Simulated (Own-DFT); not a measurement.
GaN (wurtzite, strained, atoms displaced), SiC (4H silicon carbide, strained, atoms displaced), SiC (4H silicon carbide, atoms displaced) (calculated)

A calculation, not a measurement: plane-wave PBE density functional theory by an unreviewed code, no spin, of a simulated periodic cell, stress positive in tension, free energy of the whole cell less one offset for each atom, forces on such cells passed a denser k mesh, this cell's mesh not checked; offsets are fitted by least squares, one for each functional and potential file, so energies compare only between cells with the same atoms and settings and are not formation energies; the far tail of each file's local potential was reset to the Coulomb form; each entry is a single point on an unrelaxed cell, so the pressure reflects the starting lattice, mostly measured values (interpolated for alloys), from which strain is counted, and rises with the displacements; printed positions are rounded, which can move forces by about a meV/angstrom; the program, named Own-DFT, is a retired in-house code; no spin-orbit coupling. Program: Own-DFT development build.

Common to all runs: functional PBE.

(1) GaN (wurtzite, strained, atoms displaced)

```xyz
96
Lattice="12.7560 0.0000 0.0000 -4.7835 8.2853 0.0000 0.0000 0.0000 10.4996" Properties=species:S:1:pos:R:3 GaN
Ga     0.1125     1.8326     0.0043
Ga     1.5532     0.9216     2.5476
N     -0.0258     1.8388     1.9770
N      1.6201     1.0398     4.6168
Ga     0.0341     1.8089     5.2209
Ga     1.6382     0.9615     7.8835
N      0.0085     1.9071     7.2520
N      1.4637     0.8139     9.8242
Ga    -1.5757     4.6261     0.0368
Ga    -0.0223     3.6956     2.7081
N     -1.6394     4.6512     1.9276
N     -0.0212     3.6547     4.6290
Ga    -1.5125     4.6616     5.2234
Ga    -0.0515     3.6830     7.9308
N     -1.5325     4.5839     7.2593
N     -0.0376     3.6692     9.7995
Ga    -3.1719     7.3629    10.4270
Ga    -1.6923     6.3926     2.6907
N     -3.2486     7.4472     1.8742
N     -1.5575     6.5104     4.6101
Ga    -3.1597     7.3729     5.2727
Ga    -1.5864     6.4656     7.9471
N     -3.2227     7.4360     7.1862
N     -1.5679     6.4663     9.8996
Ga     3.1757     1.8664    10.4819
Ga     4.8100     0.8598     2.4442
N      3.1746     1.7860     1.9735
N      4.8293     0.9580     4.6162
Ga     3.2218     1.7623     5.2671
Ga     4.7781     0.9526     7.8104
N      3.1582     1.8395     7.2768
N      4.8656     0.9324     9.8534
Ga     1.6560     4.6348    10.4492
Ga     3.2210     3.7138     2.6842
N      1.6240     4.5912     2.0542
N      3.1937     3.7036     4.5568
Ga     1.6072     4.6544     5.2300
Ga     3.2668     3.6524     7.8358
N      1.6373     4.5965     7.2250
N      3.2022     3.6750     9.8255
Ga    -0.0425     7.3995     0.0013
Ga     1.6068     6.4472     2.6723
N      0.0161     7.3834     1.9720
N      1.6055     6.4503     4.6081
Ga     0.0338     7.3503     5.2657
Ga     1.6766     6.4000     7.8931
N      0.0271     7.3896     7.2639
N      1.5968     6.4725     9.8116
Ga     6.4454     1.8143    10.4174
Ga     7.9536     0.8787     2.6612
N      6.3872     1.8190     2.0272
N      7.9442     0.9496     4.7102
Ga     6.3763     1.9577     5.3575
Ga     8.0028     0.9109     7.8694
N      6.3562     1.8594     7.1672
N      7.9764     0.9290     9.8449
Ga     4.7619     4.6729    10.4706
Ga     6.4318     3.5856     2.5999
N      4.7755     4.5887     1.9619
N      6.3970     3.6794     4.6098
Ga     4.8040     4.5067     5.2084
Ga     6.4264     3.6291     7.9025
N      4.7952     4.5606     7.2459
N      6.2971     3.6960     9.8578
Ga     3.0856     7.3548    10.4807
Ga     4.7531     6.4662     2.5846
N      3.1783     7.3867     1.9142
N      4.8132     6.3221     4.5939
Ga     3.2142     7.3600     5.2707
Ga     4.7608     6.4311     7.8449
N      3.2141     7.3678     7.2615
N      4.8014     6.4114     9.8590
Ga     9.5963     1.7929     0.0472
Ga    11.1588     0.9944     2.6672
N      9.6011     1.8663     2.0025
N     11.1774     0.8686     4.5606
Ga     9.5126     1.7520     5.2666
Ga    11.1134     0.9096     7.8769
N      9.5735     1.7442     7.2009
N     11.1257     1.0241     9.8635
Ga     7.9517     4.6714    10.4898
Ga     9.5563     3.6724     2.5879
N      7.9707     4.5993     1.9929
N      9.5943     3.6598     4.5787
Ga     7.9612     4.6454     5.2613
Ga     9.5653     3.6313     7.9946
N      7.8819     4.6075     7.2341
N      9.5890     3.6435     9.8638
Ga     6.3557     7.3273     0.0219
Ga     7.9203     6.3792     2.5729
N      6.3917     7.3023     1.9804
N      7.9425     6.4182     4.5823
Ga     6.3502     7.2786     5.1915
Ga     7.9012     6.3704     7.8761
N      6.3493     7.4223     7.2854
N      8.0220     6.4636     9.7881
```

It was run with potential files PseudoDojo norm-conserving, scalar-relativistic, standard set with the stringent files for Ga, wave cutoff 96 hartree, occupations Gaussian, smearing width 0.01 eV and k mesh 3 x 4 x 3 centred on Gamma.

It finds free energy of cell above offsets -6.377 eV; pressure 4.42 GPa; stress xx -5.22 GPa; stress yy -6.18 GPa; stress zz -1.87 GPa; stress yz -0.4 GPa; stress xz 0.13 GPa; stress xy 0.18 GPa.

Force:
```tsv
element	x (eV/Å)	y (eV/Å)	z (eV/Å)
Ga	-2.734	0.866	0.26
Ga	0.538	0.387	1.299
N	0.184	0.914	-0.162
N	-0.093	-2.181	-1.074
Ga	-1.015	0.334	1.403
Ga	-2.031	-0.434	-0.153
N	-0.242	-1.211	-0.576
N	2.702	1.522	-0.634
Ga	0.019	-0.534	-0.823
Ga	0.3	-0.039	-1.186
N	0.554	-0.706	1.152
N	0.697	0.661	-0.265
Ga	-1.546	-0.974	1.117
Ga	1.487	-0.101	-1.103
N	-1.899	1.087	-0.52
N	1.066	0.498	1.919
Ga	-0.241	-0.689	0.982
Ga	0.455	1.727	-1.255
N	0.24	-1.971	1.094
N	-0.435	-0.659	-0.167
Ga	-0.883	0.668	-0.414
Ga	-0.137	-0.155	-1.118
N	0.323	-1.281	0.925
N	-0.35	-0.372	-0.656
Ga	0.241	-0.632	0.31
Ga	-0.727	1.518	2.34
N	0.174	0.958	-0.618
N	0.107	-0.611	-0.335
Ga	0.251	1.274	-0.338
Ga	0.247	-0.59	0.908
N	1.111	0.08	-0.883
N	-1.456	0.022	-0.545
Ga	-1.121	-0.565	0.838
Ga	-0.03	-1.036	-1.188
N	-0.681	0.31	-1.114
N	-0.218	-0.729	1.475
Ga	0.178	-1.335	0.71
Ga	-1.277	0.537	0.429
N	-0.233	-0.165	-0.14
N	-0.169	0.087	-0.146
Ga	0.994	-0.135	0.194
Ga	-0.293	-0.082	-0.758
N	-0.388	-2.075	-0.231
N	0.237	0.428	-0.002
Ga	0.213	1.457	0.362
Ga	-1.104	0.312	-0.649
N	0.056	-0.62	-0.3
N	-0.863	-0.582	0.467
Ga	-0.813	1.227	1.378
Ga	0.408	0.753	0.409
N	0.65	-0.54	-1.509
N	-0.561	-1.125	-1.477
Ga	-0.286	-1.571	-2.516
Ga	-0.652	-0.041	0.098
N	0.712	-0.425	2.534
N	0.724	-0.511	-0.364
Ga	-0.111	-1.64	1.024
Ga	-1.048	1.516	0.521
N	0.599	0.088	-0.068
N	0.493	0.336	-0.737
Ga	-0.439	0.495	0.806
Ga	-1.304	0.58	0.301
N	0.757	0.422	-0.775
N	1.501	-0.254	-0.014
Ga	1.83	0.485	-0.018
Ga	0.443	-0.888	0.298
N	-0.131	-0.252	0.831
N	-1.041	1.381	-0.324
Ga	0.144	-0.244	0.119
Ga	0.829	-0.313	0.494
N	-0.327	-0.006	-0.641
N	-0.931	1.478	-0.653
Ga	-0.656	0.697	0.166
Ga	0.206	-1.397	-0.672
N	-1.086	-0.771	-0.194
N	-0.327	0.067	0.959
Ga	1.842	1.538	-0.268
Ga	1.671	0.739	0.701
N	-0.623	1.728	0.28
N	1.346	-1.889	-0.126
Ga	0.079	-1.151	0.032
Ga	0.11	0.287	0.929
N	-0.016	-0.719	-0.981
N	-0.121	0.381	0.42
Ga	0.793	-1.073	-0.174
Ga	0.303	0.305	-2.18
N	1.75	-0.75	-0.25
N	-0.681	0.723	1.071
Ga	0.535	1.245	-0.415
Ga	0.906	1.21	0.785
N	-0.799	1.251	-0.269
N	1.112	0.577	-0.243
Ga	0.3	1.055	0.93
Ga	0.559	1.856	-0.472
N	0.096	-1.667	-1.268
N	-0.958	-0.375	0.692
```

(2) SiC (4H silicon carbide, strained, atoms displaced)

```xyz
72
Lattice="9.1342 0.0507 -0.0727 -4.5232 8.0677 0.0774 -0.0791 0.0516 10.2023" Properties=species:S:1:pos:R:3 SiC
Si     9.0543     0.1141     4.0384
Si     0.0793     1.7855     1.6042
C      0.0504     0.0453     0.9282
C     -0.0248     1.8951     3.5157
Si     7.5438     2.7018     4.0578
Si    -1.4403     4.5187     1.6396
C      7.5813     2.7482     0.9087
C     -1.5132     4.5213     3.5837
Si    -3.0761     5.5060     4.3167
Si    -3.0042     7.1514     1.5902
C      6.0308     5.4362     0.9589
C     -3.0513     7.2051     3.6104
Si    -1.5041     8.0816     4.2479
Si     3.0925     1.9121     1.4174
C     -1.4036     8.0616     1.0137
C      3.0910     1.8099     3.4384
Si     1.5072     2.7275     4.1757
Si     1.6101     4.5310     1.5816
C      1.4811     2.7096     1.0010
C      1.5456     4.5630     3.5042
Si     0.0093     5.3759     4.1891
Si     0.0041     7.2853     1.6564
C      0.0213     5.4439     0.9526
C      0.0867     7.3109     3.5195
Si     6.0409     0.1243     4.0659
Si     6.0793     1.8682     1.5271
C      6.0910     0.0631     0.8855
C      6.0690     1.8279     3.4212
Si     4.5067     2.7628     4.1664
Si     4.6058     4.5913     1.5672
C      4.5688     2.6895     0.9391
C      4.6334     4.5811     3.5190
Si     3.0609     5.4679     4.2215
Si     3.1549     7.2307     1.5258
C      3.0960     5.4705     1.0352
C      3.1086     7.1727     3.4450
Si    -4.5745     8.1033     9.4218
Si     4.5567     6.2801     6.6957
C     -4.5153     8.0582     6.1490
C      4.5566     6.3751     8.5978
Si     6.0380     5.4644     9.2212
Si     6.0663     3.6735     6.7099
C     -3.0656     5.4405     6.0267
C      6.0890     3.7323     8.6169
Si     7.4986     2.7853     9.2232
Si     7.5365     0.9922     6.6112
C     -1.5360     2.7382     6.0272
C      7.5639     1.0105     8.5198
Si     1.4414     8.0932     9.1568
Si     1.4840     6.3031     6.7187
C      6.0578     0.0705     6.1033
C      1.4821     6.3869     8.6855
Si     2.9548     5.4397     9.2393
Si     2.9655     3.6128     6.6775
C      3.0863     5.3800     6.1273
C      2.9506     3.6384     8.5594
Si     4.5461     2.7071     9.3325
Si     4.4949     0.9740     6.7021
C      4.5747     2.7992     6.0224
C      4.4956     0.9612     8.5438
Si     2.9058     0.0751     9.2279
Si    -1.6516     6.2501     6.6997
C      3.0381     0.0651     5.9466
C     -1.6595     6.3042     8.6277
Si     0.0062     5.4677     9.2422
Si     0.0077     3.7007     6.6184
C      0.0046     5.4716     6.0497
C     -0.1043     3.6816     8.7397
Si     1.4173     2.7651     9.2541
Si     1.5038     0.7787     6.6210
C      1.5449     2.6908     6.0775
C      1.4424     0.9995     8.5835
```

Settings of this run: potential files PseudoDojo norm-conserving, scalar-relativistic, standard set, wave cutoff 42 hartree, occupations Fermi-Dirac, smearing width 0.1 eV, hardware one NVIDIA H100 and k mesh 4 x 4 x 3 centred on Gamma.

The calculation gives: free energy of cell above offsets -6.281 eV; pressure 2.64 GPa; stress xx -10.21 GPa; stress yy 1.04 GPa; stress zz 1.25 GPa; stress yz 1.41 GPa; stress xz -3.22 GPa; stress xy 0.15 GPa; wall time 368 s.

Force:
```tsv
element	x (eV/Å)	y (eV/Å)	z (eV/Å)
Si	1.002	-0.44	0.53
Si	-2.588	0.633	0.771
C	-0.115	-0.399	1.204
C	0.226	-1.666	-0.273
Si	0.459	2.179	0.225
Si	-1.242	-0.263	0.341
C	1.148	0.247	0.277
C	-0.628	-0.043	-0.266
Si	0.799	-1.807	-5.063
Si	0.91	0.456	2.04
C	2.836	0.319	-1.431
C	0.399	0.774	-1.06
Si	0.544	0.892	-3.195
Si	-2.119	-2.998	3.725
C	-3.371	1.935	-1.597
C	-1.486	0.45	0.33
Si	1.188	0.269	-0.999
Si	-1.879	0.443	1.056
C	2.048	1.162	-1.774
C	0.252	-0.858	0.735
Si	0.341	1.555	-1.51
Si	3.112	-2.09	0.148
C	0.723	0.254	0.382
C	-2.072	-2.24	0.849
Si	1.49	-1.338	0.699
Si	0.966	-1.555	0.682
C	0.213	-0.032	-0.82
C	-0.582	1.003	0.459
Si	1.198	0.296	-1.43
Si	-0.736	-1.578	1.978
C	1.165	2.729	-0.459
C	-1.147	-0.657	0.082
Si	0.364	-0.81	-1.507
Si	-1.829	0.809	1.439
C	-0.141	-1.029	-2.584
C	-0.883	1.675	1.15
Si	-0.371	0.697	-3.722
Si	0.097	1.94	0.645
C	-2.415	-0.602	-1.162
C	-1.142	-0.262	0.495
Si	-0.465	0.146	1.062
Si	0.458	-0.079	-0.903
C	-0.998	-1.701	3.745
C	-2.084	-1.038	-0.619
Si	1.611	-0.447	0.111
Si	2.047	0.203	0.971
C	-0.306	-0.055	0.604
C	-0.586	-0.463	0.734
Si	1.772	2.47	2.463
Si	1.325	1.157	0.475
C	-0.798	-0.543	-1.916
C	-0.099	-1.69	-2.092
Si	1.692	-0.096	0.39
Si	1.79	-0.153	0.576
C	-1.901	0.78	-0.859
C	0.709	0.126	1.695
Si	-0.567	1.264	-3.217
Si	0.633	0.455	-1.215
C	-0.842	-0.94	1.032
C	-1.135	0.251	0.926
Si	1.029	-0.657	-0.381
Si	2.902	2.059	1.05
C	-0.038	-1.376	2.483
C	1.987	1.076	-0.362
Si	-2.304	-0.242	1.099
Si	-0.465	-1.871	1.822
C	-0.955	-0.506	0.525
C	0.596	-0.073	-2.242
Si	0.105	-0.014	-0.383
Si	-0.038	3.19	1.599
C	-1.565	-0.417	-0.791
C	-0.242	-0.866	0.23
```

(3) SiC (4H silicon carbide, atoms displaced)

```xyz
32
Lattice="6.1654 0.0000 0.0000 -3.0827 5.3394 0.0000 0.0000 0.0000 10.0681" Properties=species:S:1:pos:R:3 SiC
Si     3.0377     5.2826     4.2840
Si    -0.0360     1.9740     1.6273
C      0.0341     0.0868     0.8609
C     -0.0764     1.7971     3.4459
Si     4.4886     2.6589     4.1690
Si    -1.6671     4.5230     1.6161
C     -1.4406     2.6839     0.9541
C     -1.5243     4.4255     3.4624
Si    -0.2090     5.2286     4.1603
Si     2.9777     1.8652     1.5607
C      0.1057     5.2471     1.0966
C      3.1645     1.8265     3.3953
Si     1.7186     2.6322     4.0721
Si     1.6625     4.7238     1.4561
C      1.5599     2.5391     0.9263
C      1.5614     4.2753     3.4849
Si     6.1155     0.0277     9.3182
Si     3.2113     3.5885     6.6563
C      3.1039     5.2053     6.0025
C      2.9155     3.5201     8.4751
Si    -1.4735     2.7005     9.2189
Si     4.6768     0.8657     6.5895
C     -1.5855     2.8641     5.8516
C      4.6848     0.7511     8.5586
Si     3.1051     0.0394     9.3444
Si    -0.0665     3.6323     6.5193
C      3.1315     0.1214     6.0273
C     -0.1128     3.4836     8.5673
Si     1.4719     2.6336     9.0829
Si     1.5108     0.8835     6.5640
C      1.4128     2.7324     5.9035
C      1.5686     0.9178     8.4933
```

Here we set potential files PseudoDojo norm-conserving, scalar-relativistic, standard set, wave cutoff 42 hartree, occupations Fermi-Dirac, smearing width 0.1 eV, hardware one NVIDIA H100 and k mesh 5 x 5 x 3 centred on Gamma.

The calculation gives: free energy of cell above offsets 4.869 eV; pressure 11.04 GPa; stress xx -13.64 GPa; stress yy -4.48 GPa; stress zz -15.01 GPa; stress yz 0.7 GPa; stress xz -2.05 GPa; stress xy 0.26 GPa; wall time 117.7 s.

Force:
```tsv
element	x (eV/Å)	y (eV/Å)	z (eV/Å)
Si	-0.761	0.725	-6.247
Si	2.509	-2.475	1.276
C	1.476	1.571	6.306
C	0.896	-1.041	2.221
Si	3.884	0.231	-4.539
Si	3.228	-1.529	0.164
C	-4.794	2.154	0.159
C	-4.363	-0.713	-0.077
Si	6.534	2.451	-0.773
Si	4.549	-2.153	0.842
C	-4.907	3.405	-1.394
C	-2.065	-3.049	0.732
Si	-4.361	-0.737	0.177
Si	-0.182	-6.033	5.255
C	-2.061	3.722	-1.669
C	-0.016	4.682	-0.885
Si	2.364	-1.398	-9.547
Si	-4.712	-1.803	1.629
C	-0.033	3.707	1.806
C	3.632	1.062	1.573
Si	-4.264	-2.238	-1.373
Si	0.296	0.928	1.832
C	1.528	-3.276	3.935
C	-1.905	2.835	-0.481
Si	-0.826	-0.913	-3.845
Si	1.409	0.003	2.23
C	-1.832	-1.382	-1.261
C	2.89	3.04	-2.298
Si	-0.204	-0.133	0.663
Si	0.382	1.795	1.821
C	2.415	-1.51	1.159
C	-0.705	-1.93	0.608
```
